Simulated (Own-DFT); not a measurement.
## Calculated data, HfO$_{2}$ (monoclinic hafnia, atoms displaced)

A calculation, not a measurement: plane-wave PBE density functional theory by an unreviewed code, no spin, of a simulated periodic cell, stress positive in tension, free energy of the whole cell less one offset for each atom, some atoms lie very close together; hafnium file: forces about 75 meV/angstrom off all-electron values; oxygen file: force components 24 meV/angstrom off all-electron in one glass; forces on such cells passed a denser k mesh, this cell's mesh not checked; offsets are fitted by least squares, one for each functional and potential file, so energies compare only between cells with the same atoms and settings and are not formation energies; the far tail of each file's local potential was reset to the Coulomb form; each entry is a single point on an unrelaxed cell, so the pressure reflects the starting lattice, mostly measured values, from which strain is counted, and rises with the displacements; printed positions are rounded, which can move forces by about a meV/angstrom; the program is a retired in-house code; no spin-orbit coupling; before rounding, a Quantum ESPRESSO 7.3.1 run of the same cell and cutoff gave forces within 1 meV/angstrom rms on each cell, which checks the program and not the settings. Program: Own-DFT development build.

Settings shared by all entries: functional PBE; potential files PseudoDojo norm-conserving, scalar-relativistic, standard set; wave cutoff 72 hartree; occupations Fermi-Dirac; smearing width 0.1 eV; k mesh 2 x 2 x 2 centred on Gamma.

(1) HfO$_{2}$ (monoclinic hafnia, atoms displaced)

```
HfO2
1.0
     10.2340     0.0000     0.0000
      0.0000    10.3500     0.0000
     -1.6955     0.0000    10.4453
Hf O Hf O Hf O Hf O Hf O Hf O Hf O Hf O
4 8 4 8 4 8 4 8 4 8 4 8 4 8 4 8
Direct
  0.13117 0.02305 0.11267
  0.36612 0.27142 0.12593
  0.36781 0.46813 0.40905
  0.13564 0.23898 0.34531
  0.02917 0.15087 0.16577
  0.47624 0.41741 0.09134
  0.45921 0.32926 0.34361
  0.02736 0.07803 0.42045
  0.22973 0.38400 0.25073
  0.28006 0.13343 0.01770
  0.26953 0.13738 0.26667
  0.19579 0.38268 0.49025
  0.13829 0.05027 0.60528
  0.37960 0.26319 0.66067
  0.35160 0.46157 0.88899
  0.15283 0.23606 0.82867
  0.02169 0.16484 0.67591
  0.46284 0.42121 0.58966
  0.46918 0.34394 0.83264
  0.02868 0.08367 0.94140
  0.23219 0.38858 0.75226
  0.27464 0.11716 0.51093
  0.28828 0.11411 0.74769
  0.21561 0.36280 0.98737
  0.12939 0.52473 0.11368
  0.36057 0.77990 0.12705
  0.37179 0.97578 0.38805
  0.14836 0.71924 0.35863
  0.03661 0.66701 0.17159
  0.45593 0.89963 0.06404
  0.43808 0.83974 0.33732
  0.03604 0.58931 0.43361
  0.23064 0.87544 0.25478
  0.27136 0.62814 0.00615
  0.26736 0.62610 0.26531
  0.22289 0.86251 0.50568
  0.12380 0.48514 0.59217
  0.36248 0.77335 0.63522
  0.36178 0.97982 0.90798
  0.13802 0.73413 0.83492
  0.05910 0.68058 0.68276
  0.44290 0.90272 0.58496
  0.46920 0.84460 0.83520
  0.03262 0.59165 0.92578
  0.21125 0.89270 0.74090
  0.27835 0.62164 0.50506
  0.29510 0.65242 0.75047
  0.23361 0.89832 0.98011
  0.64435 0.02863 0.10725
  0.87358 0.28941 0.13475
  0.86776 0.47573 0.40315
  0.63550 0.22275 0.35248
  0.54766 0.16848 0.19426
  0.95430 0.42369 0.09389
  0.94673 0.34472 0.32585
  0.53331 0.10330 0.42378
  0.72801 0.38672 0.24072
  0.77840 0.12243 0.02139
  0.76365 0.12588 0.25780
  0.72787 0.37304 0.47162
  0.66444 0.03500 0.61737
  0.84864 0.28121 0.65264
  0.87068 0.48218 0.89637
  0.63571 0.23324 0.84760
  0.56111 0.17530 0.66256
  0.98747 0.41971 0.58037
  0.96786 0.33038 0.81922
  0.55725 0.09333 0.92291
  0.72406 0.38114 0.75374
  0.77085 0.13902 0.51716
  0.77647 0.09776 0.77718
  0.72711 0.37283 0.00303
  0.66123 0.51119 0.09851
  0.88157 0.76948 0.15755
  0.87115 0.97280 0.40074
  0.64540 0.73143 0.34038
  0.53311 0.67691 0.18142
  0.97759 0.92250 0.08358
  0.96454 0.84240 0.30461
  0.54665 0.59314 0.45018
  0.72864 0.87521 0.24162
  0.77812 0.62558 0.98903
  0.78957 0.64681 0.24182
  0.72844 0.87607 0.48662
  0.65179 0.53593 0.59739
  0.84988 0.78099 0.63784
  0.88754 0.96052 0.91179
  0.64579 0.72918 0.85949
  0.54122 0.68162 0.69199
  0.97011 0.93245 0.56135
  0.96442 0.84134 0.82733
  0.53582 0.58345 0.91817
  0.70268 0.89296 0.74490
  0.78239 0.61268 0.50408
  0.78894 0.64574 0.77839
  0.73724 0.86100 0.97617
```

| Property | Result |
| --- | --- |
| free energy of cell above offsets | -58.820 eV |
| pressure | 19.89 GPa |
| stress xx | -22.5 GPa |
| stress yy | -19.53 GPa |
| stress zz | -17.64 GPa |
| stress yz | -1.41 GPa |
| stress xz | 0.74 GPa |
| stress xy | -3.56 GPa |

Force:
```tsv
element	x (eV/Å)	y (eV/Å)	z (eV/Å)
Hf	5.077	-1.016	-0.252
Hf	-0.304	0.381	5.394
Hf	-0.5	3.554	-0.441
Hf	0.039	-2.575	0.283
O	-2.693	5.467	2.908
O	-0.481	-0.26	-1.537
O	0.994	-0.149	-1.035
O	2.564	3.926	-0.913
O	-1.231	-0.084	-1.499
O	0.586	-0.238	-2.022
O	0.671	-0.814	-0.879
O	5.109	-6.523	-4.403
Hf	0.823	-7.946	-2.154
Hf	1.603	0.014	-3.781
Hf	2.359	10.18	5.064
Hf	-4.09	-2.592	5.046
O	-0.347	1.959	0.474
O	-0.285	-1.175	0.303
O	1.399	-3.207	-1.164
O	3.146	2.953	-2.071
O	-1.159	-2.438	-3.382
O	0.637	3.83	0.067
O	-0.442	3.139	1.932
O	0.288	0.497	-0.298
Hf	4.133	0.94	-0.996
Hf	-4.12	-5.011	3.615
Hf	-5.293	6.931	5.448
Hf	0.695	3.044	2.779
O	1.042	-1.037	0.433
O	6.025	4.557	1.468
O	8.379	-8.284	-3.223
O	-1.697	-0.512	-1.001
O	-1.783	1.185	-3.183
O	-0.224	-0.165	0.585
O	1.591	-2.1	-1.431
O	-1.946	0.452	-3.408
Hf	18.61	19.5	6.713
Hf	-4.614	-5.584	3.163
Hf	3.289	0.223	-5.97
Hf	3.603	1.501	3.806
O	-4.502	-2.352	-5.812
O	8.261	10.03	-3.74
O	-0.709	0.796	0.336
O	-0.46	-1.598	0.442
O	0.19	1.183	0.116
O	0.481	-0.342	-0.51
O	-2.185	-4.791	4.178
O	-4.739	-3.624	2.718
Hf	1.709	-0.541	-0.086
Hf	-6.578	-11.24	4.371
Hf	-1.313	2.928	-2.797
Hf	1.948	2.888	2.285
O	-3.884	-1.243	-6.357
O	5.595	7.094	-3.291
O	4.675	-3.739	-0.982
O	-1.555	-3.511	1.787
O	-0.058	0.829	-0.411
O	0.715	1.668	0.024
O	2.229	-1.366	1.161
O	-0.096	0.511	4.013
Hf	-2.962	-4.737	-1.783
Hf	0.554	-2.128	-0.815
Hf	-0.575	2.742	-0.225
Hf	2.976	-1.69	3.28
O	-3.566	2.852	1.351
O	-22.6	-11.55	-1.19
O	0.47	0.891	0.729
O	-3.451	-0.879	0.665
O	1.121	1.133	-1.717
O	2.337	0.566	0.337
O	1.216	4.405	-0.663
O	0.678	-1.653	-3.105
Hf	-3.766	3.982	-0.333
Hf	-2.925	2.116	-6.692
Hf	-1.347	1.767	-4.124
Hf	-1.634	0.329	-0.256
O	0.542	-0.945	-0.01
O	-1.408	-2.979	1.087
O	2.183	1.102	5.17
O	-1.8	0.743	-3.775
O	-1.418	1.37	-0.499
O	0.667	-1.88	3.429
O	-2.685	-5.027	3.018
O	-0.721	-1.176	0.888
Hf	-3.877	-0.415	4.356
Hf	1.842	0.24	2.63
Hf	-5.792	4.755	-0.424
Hf	-4.002	1.009	-0.185
O	2.391	-3.045	-3.524
O	-1.415	-3.252	4.091
O	2.298	-3.614	-3.718
O	-0.78	-1.687	1.419
O	2.589	-2.383	-1.893
O	1.385	3.678	1.014
O	2.291	-2.267	-4.346
O	0.009	1.521	3.932
```

(2) HfO$_{2}$ (monoclinic hafnia, atoms displaced)

```
HfO2
1.0
     10.2340     0.0000     0.0000
      0.0000    10.3500     0.0000
     -1.6955     0.0000    10.4453
Hf O Hf O Hf O Hf O Hf O Hf O Hf O Hf O
4 8 4 8 4 8 4 8 4 8 4 8 4 8 4 8
Direct
  0.14650 0.98939 0.11208
  0.36397 0.24868 0.14504
  0.36078 0.48250 0.40423
  0.12974 0.22589 0.35536
  0.03735 0.14807 0.16189
  0.47335 0.42464 0.08660
  0.45735 0.33932 0.31848
  0.01622 0.07714 0.43494
  0.23183 0.38515 0.22075
  0.28630 0.13296 0.00304
  0.28358 0.11546 0.28251
  0.23093 0.35921 0.48773
  0.14214 0.00873 0.61231
  0.34854 0.27494 0.65826
  0.36796 0.46772 0.89743
  0.13909 0.21959 0.85366
  0.03201 0.17967 0.65576
  0.46117 0.40796 0.57343
  0.47364 0.32244 0.82637
  0.01080 0.08916 0.93897
  0.23085 0.37351 0.74662
  0.26760 0.11877 0.50156
  0.27929 0.11756 0.75617
  0.21683 0.37332 0.97484
  0.14214 0.51499 0.10927
  0.36348 0.77129 0.13051
  0.35263 0.96885 0.38999
  0.12861 0.72668 0.35826
  0.03322 0.66390 0.17325
  0.47234 0.92406 0.05928
  0.47000 0.82787 0.33171
  0.03812 0.60336 0.41901
  0.21325 0.89656 0.23214
  0.24521 0.63408 0.00161
  0.25953 0.64031 0.23871
  0.22787 0.85144 0.48617
  0.12616 0.53784 0.59796
  0.37880 0.75008 0.63221
  0.36068 0.96883 0.91305
  0.15058 0.74303 0.83580
  0.03367 0.65496 0.66231
  0.44776 0.92145 0.56990
  0.48518 0.83271 0.80576
  0.03191 0.58253 0.91042
  0.20869 0.88958 0.73228
  0.29802 0.63968 0.50586
  0.27786 0.62747 0.76684
  0.24001 0.87429 0.98929
  0.65732 0.03849 0.13128
  0.86591 0.26273 0.14464
  0.86726 0.48867 0.39797
  0.64269 0.24271 0.36055
  0.54789 0.16336 0.15574
  0.93194 0.41231 0.07347
  0.96051 0.33123 0.31671
  0.54783 0.09438 0.40132
  0.73485 0.37439 0.23002
  0.79250 0.14623 0.01937
  0.75466 0.12538 0.27049
  0.70053 0.38147 0.51240
  0.63945 0.01952 0.61102
  0.87243 0.25442 0.64207
  0.87513 0.47357 0.89535
  0.64710 0.21215 0.86606
  0.53981 0.16722 0.68353
  0.96948 0.41110 0.58225
  0.97765 0.33270 0.84580
  0.53018 0.07840 0.93132
  0.72966 0.37352 0.73930
  0.75015 0.13922 0.49786
  0.78392 0.10599 0.75148
  0.71764 0.38027 0.99616
  0.63901 0.53200 0.09354
  0.85718 0.77747 0.13487
  0.87784 0.97449 0.38945
  0.61857 0.75027 0.35953
  0.57152 0.65333 0.16056
  0.96799 0.91098 0.08779
  0.95995 0.83876 0.33566
  0.54434 0.58216 0.41215
  0.69374 0.87424 0.22054
  0.77037 0.62091 0.01944
  0.75340 0.62838 0.26877
  0.73508 0.85810 0.49664
  0.65170 0.53012 0.62342
  0.86874 0.76261 0.65886
  0.86248 0.96912 0.90141
  0.61670 0.73021 0.84885
  0.53324 0.67867 0.67294
  0.96442 0.91216 0.58138
  0.96453 0.83432 0.84917
  0.53229 0.59232 0.93272
  0.70688 0.89799 0.72723
  0.74226 0.62064 0.47001
  0.78680 0.61376 0.74563
  0.71554 0.88038 0.98743
```

| Quantity | Value |
| --- | --- |
| free energy of cell above offsets | -56.252 eV |
| pressure | 18.08 GPa |
| stress xx | -18.74 GPa |
| stress yy | -18.77 GPa |
| stress zz | -16.72 GPa |
| stress yz | 0.19 GPa |
| stress xz | -3 GPa |
| stress xy | 4.8 GPa |

Force:
```tsv
element	x (eV/Å)	y (eV/Å)	z (eV/Å)
Hf	-5.787	12.36	-9.664
Hf	2.014	4.24	1.899
Hf	4.304	-2.233	-1.547
Hf	0.703	-0.955	-0.179
O	0.96	0.5	2.886
O	-3.707	-2.208	-2.083
O	0.2	-0.606	0.383
O	5.076	4.228	-0.297
O	-0.916	-1.638	2.237
O	-1.53	-2.274	-0.271
O	-0.264	1.966	-3.66
O	-1.784	1.256	-0.682
Hf	-0.279	4.908	-4.728
Hf	4.584	-2.418	-2.839
Hf	0.75	-0.921	1.878
Hf	-1.586	0.982	1.344
O	5.304	-3.474	1.7
O	-0.12	1.736	0.818
O	-1.497	2.126	1.178
O	3.364	0.36	-2.144
O	-1.703	1.973	-0.449
O	-1.115	-0.347	1.343
O	-1.319	-0.539	0.538
O	0.691	-0.552	1.182
Hf	-2.425	1.284	-3.053
Hf	2.026	-3.475	1.671
Hf	2.153	2.591	3.061
Hf	3.97	4.114	-4.961
O	-1.632	0.581	0.075
O	-0.57	-3.785	5.053
O	-10.67	4.815	-3.728
O	-3.268	-5.449	3.204
O	4.257	-9.461	9.465
O	3.2	1.628	0.33
O	1.804	-0.084	2.096
O	-1.584	2.109	-0.129
Hf	4.755	-7.798	-0.547
Hf	-5.169	7.657	1.169
Hf	5.686	6.684	-7.222
Hf	-2.885	-3.414	3.639
O	-3.252	5.288	2.823
O	1.377	-0.341	0.322
O	-7.965	5.498	0.797
O	0.62	1.164	-0.363
O	1.911	-4.355	3.904
O	-3.087	-4.318	-2.511
O	0.744	-0.28	-1.93
O	-4.124	-2.925	1.036
Hf	0.914	-5.269	-7.072
Hf	-0.641	3.474	1.498
Hf	-4.842	-0.496	-2.792
Hf	-2.017	3.525	-0.392
O	-6.429	5.319	1.367
O	5.224	2.385	0.95
O	2.154	0.336	2.906
O	-4.268	-3.809	0.44
O	-0.9	0.688	2.472
O	-2.275	-4.987	-2.83
O	5.5	-0.503	1.583
O	2.816	-0.959	-2.415
Hf	-2.377	4.617	-4.998
Hf	-7.386	2.818	0.116
Hf	-3.151	-0.404	0.357
Hf	-1.093	2.534	-1.306
O	-0.001	-1.214	-0.637
O	1.001	2.271	-1.211
O	0.757	-1.996	-2.07
O	1.63	1.291	-1.033
O	0.499	0.456	1.434
O	3.991	-0.589	3.857
O	0.757	1.574	1.402
O	-0.256	-3.126	-3.405
Hf	6.126	-12.8	0.834
Hf	-3.431	-4.567	1.642
Hf	-9.142	1.426	2.265
Hf	11.33	-6.612	0.025
O	-12.95	13.54	4.614
O	0.341	0.427	-0.397
O	2.964	-4.257	-2.842
O	-5.137	-0.681	0.478
O	2.229	-0.674	2.214
O	4.113	3.957	-2.702
O	5.464	-0.68	-0.158
O	0.016	1.027	0.333
Hf	-1.357	-5.336	-5.546
Hf	-2.727	2.998	-2.661
Hf	-2.294	3.494	-0.42
Hf	7.395	-1.671	4.417
O	6.548	-5.104	-0.524
O	0.453	-0.588	1.085
O	1.919	-2.794	-2.895
O	-2.424	0.459	-3.953
O	2.612	-6.456	4.287
O	4.419	-0.387	7.187
O	0.3	2.086	1.848
O	1.421	-0.939	-0.398
```

(3) HfO$_{2}$ (monoclinic hafnia, atoms displaced)

```
HfO2
1.0
     10.2340     0.0000     0.0000
      0.0000    10.3500     0.0000
     -1.6955     0.0000    10.4453
Hf O Hf O Hf O Hf O Hf O Hf O Hf O Hf O
4 8 4 8 4 8 4 8 4 8 4 8 4 8 4 8
Direct
  0.12348 0.04327 0.08575
  0.35466 0.26121 0.13419
  0.37069 0.47393 0.38285
  0.14236 0.21007 0.36852
  0.02709 0.17454 0.15808
  0.46384 0.41937 0.08881
  0.45831 0.34290 0.32133
  0.03944 0.09403 0.42578
  0.21215 0.39072 0.20604
  0.26374 0.14182 0.02293
  0.25369 0.09778 0.26037
  0.22624 0.38585 0.47939
  0.14962 0.01523 0.60545
  0.36446 0.27219 0.64379
  0.35434 0.49159 0.90187
  0.11181 0.23173 0.83641
  0.02184 0.16960 0.68369
  0.48291 0.41281 0.56694
  0.45265 0.34782 0.81054
  0.03031 0.09156 0.94321
  0.22037 0.38220 0.73948
  0.26879 0.12307 0.49415
  0.26680 0.13918 0.75017
  0.20870 0.35871 0.97697
  0.13907 0.52318 0.10266
  0.35638 0.76968 0.13700
  0.37154 0.97309 0.41758
  0.13755 0.72478 0.33726
  0.04848 0.66589 0.17530
  0.46326 0.88080 0.09406
  0.45112 0.83597 0.31025
  0.03059 0.57832 0.41598
  0.21556 0.87345 0.24883
  0.27115 0.62927 0.00358
  0.26397 0.63033 0.25342
  0.23386 0.86811 0.48693
  0.14041 0.53182 0.61043
  0.38003 0.78828 0.65857
  0.37882 0.00631 0.89038
  0.12925 0.75282 0.84793
  0.03795 0.65357 0.65683
  0.43429 0.91540 0.57027
  0.48011 0.82306 0.82466
  0.03688 0.58193 0.92971
  0.22245 0.86263 0.72656
  0.28097 0.64664 0.49738
  0.25349 0.61217 0.75102
  0.24316 0.88538 0.99691
  0.62366 0.00332 0.09591
  0.89188 0.26510 0.14804
  0.88444 0.48688 0.41207
  0.64675 0.23157 0.36418
  0.51980 0.17011 0.18007
  0.95367 0.42882 0.08829
  0.94071 0.34413 0.32519
  0.54305 0.08071 0.41156
  0.72231 0.37850 0.26005
  0.74513 0.10747 0.00729
  0.78057 0.12498 0.26281
  0.73461 0.37472 0.50525
  0.62767 0.00605 0.61134
  0.85138 0.27524 0.63492
  0.87165 0.48884 0.90064
  0.64275 0.22171 0.86245
  0.53874 0.16934 0.66812
  0.98268 0.42507 0.57954
  0.97026 0.34094 0.85313
  0.54253 0.09187 0.91832
  0.72802 0.41255 0.73771
  0.77646 0.11794 0.49419
  0.77210 0.12955 0.74999
  0.69966 0.37810 0.00236
  0.63177 0.51871 0.11843
  0.89734 0.75446 0.14567
  0.85918 0.98804 0.39782
  0.63270 0.73707 0.35037
  0.52010 0.66650 0.15095
  0.95122 0.91770 0.07632
  0.95283 0.82746 0.35755
  0.56203 0.59405 0.43014
  0.71817 0.85926 0.25034
  0.75416 0.63843 0.00371
  0.79035 0.61317 0.25370
  0.72339 0.88041 0.47986
  0.63586 0.53738 0.58527
  0.86584 0.77511 0.63985
  0.83358 0.97468 0.88502
  0.64567 0.74096 0.83307
  0.54462 0.66798 0.67202
  0.96910 0.91298 0.57506
  0.97223 0.82179 0.83879
  0.51488 0.59232 0.91606
  0.72909 0.86704 0.75400
  0.78106 0.63811 0.52587
  0.76137 0.61522 0.76263
  0.72485 0.86353 0.99402
```

Q: What stress zz does the calculation give for HfO$_{2}$ (monoclinic hafnia, atoms displaced) (entry 3)?
A: -17.62 GPa

Q: HfO$_{2}$ (monoclinic hafnia, atoms displaced) (entry 3): stress xx?
A: -24.24 GPa

Q: Give the missing pressure for HfO$_{2}$ (monoclinic hafnia, atoms displaced) (entry 3).
A: 19.99 GPa

Further results for HfO$_{2}$ (monoclinic hafnia, atoms displaced) (entry 3):

| Item | Value |
| --- | --- |
| free energy of cell above offsets | -55.087 eV |
| stress yy | -18.1 GPa |
| stress yz | 2.59 GPa |
| stress xz | -3.41 GPa |
| stress xy | 0.15 GPa |

Force:
```tsv
element	x (eV/Å)	y (eV/Å)	z (eV/Å)
Hf	3.9	-8.926	8.638
Hf	0.649	5.888	3.26
Hf	-3.213	3.645	2.064
Hf	2.48	7.013	-5.006
O	7.792	-4.335	2.992
O	-2.074	-1.145	-1.12
O	1.906	-3.131	-0.22
O	-4.142	-3.768	2.16
O	1.776	-4.079	4.576
O	1.893	-3.903	-5.313
O	0.5	2.892	0.443
O	0.764	-2.372	-0.342
Hf	-1.803	-0.959	-1.984
Hf	0.08	4.94	-0.187
Hf	0.73	-1.202	-1.197
Hf	4.179	2.917	4.817
O	-0.614	-2.766	-4.638
O	-1.95	-0.879	-0.707
O	1.948	-2.448	0.79
O	-4.569	1.818	-9.344
O	-0.394	-1.253	-1.151
O	1.835	0.243	4.373
O	1.448	-3.859	0.864
O	1.116	1.588	0.599
Hf	1.133	-0.358	-2.509
Hf	-7.812	-5.882	3.144
Hf	-2.853	2.026	-14.69
Hf	1.913	3.143	7.526
O	0.248	-1.557	-1.858
O	9.258	10.82	-5.621
O	1.847	-0.203	3.573
O	5.081	3.261	-0.122
O	-0.544	0.102	-1.455
O	-0.959	0.971	0.248
O	2.885	-3.1	-0.114
O	-3.223	1.529	1.614
Hf	6.459	-4.62	-4.257
Hf	-5.811	-11.76	-1.034
Hf	-5.233	-3.24	0.705
Hf	7.329	-6.303	2.05
O	-6.97	7.727	2.88
O	9.468	4.311	6.229
O	-4.044	5.983	1.762
O	0.233	2.233	-1.882
O	-0.41	3.145	1.336
O	0.248	-1.033	1.152
O	2.751	2.555	3.203
O	-1.526	0.795	-3.468
Hf	1.041	-1.342	5.936
Hf	-13.71	7.793	0.381
Hf	-6.644	-0.734	-2.547
Hf	0.482	2.553	-3.523
O	2.482	-2.867	-1.124
O	0.649	0.767	-0.619
O	4.468	-4.179	-0.59
O	-1.639	-1.733	2.882
O	-2.222	0.09	-0.666
O	4.222	1.638	-0.753
O	-0.311	-0.863	-0.97
O	-0.58	-1.139	-1.421
Hf	1.782	3.264	-3.129
Hf	-0.174	2.446	1.716
Hf	-4.607	0.75	0.183
Hf	1.56	9.264	-1.484
O	-0.042	-2.252	0.02
O	-2.97	-3.681	1.715
O	-2.106	-0.74	-1.89
O	-4.537	-3.192	0.398
O	1.274	-5.052	0.689
O	-1.094	2.596	4.419
O	-0.253	-2.03	0.943
O	1.666	-2.798	-2.322
Hf	2.254	-0.226	-1.307
Hf	-9.82	1.929	-0.381
Hf	0.773	-2.498	-3.285
Hf	1.1	1.237	-2.858
O	1.162	-0.65	2.964
O	1.227	0.985	-0.766
O	1.838	-0.962	-2.55
O	-4.864	-0.885	-5.879
O	1.065	3.591	-2.997
O	2.19	-0.46	0.603
O	-1.025	0.883	0.814
O	-1.808	-0.403	3.546
Hf	1.366	-4.593	7.825
Hf	1.357	-2.858	-0.47
Hf	3.669	1.233	5.994
Hf	-1.166	-10.2	8.726
O	-2.689	2.214	-1.575
O	0.807	1.464	1.666
O	-6.766	4.012	-1.308
O	0.695	0.192	-0.267
O	2.052	5.226	-5.764
O	1.897	1.141	-1.582
O	3.232	2.555	-0.564
O	-0.992	2.053	-1.604
```
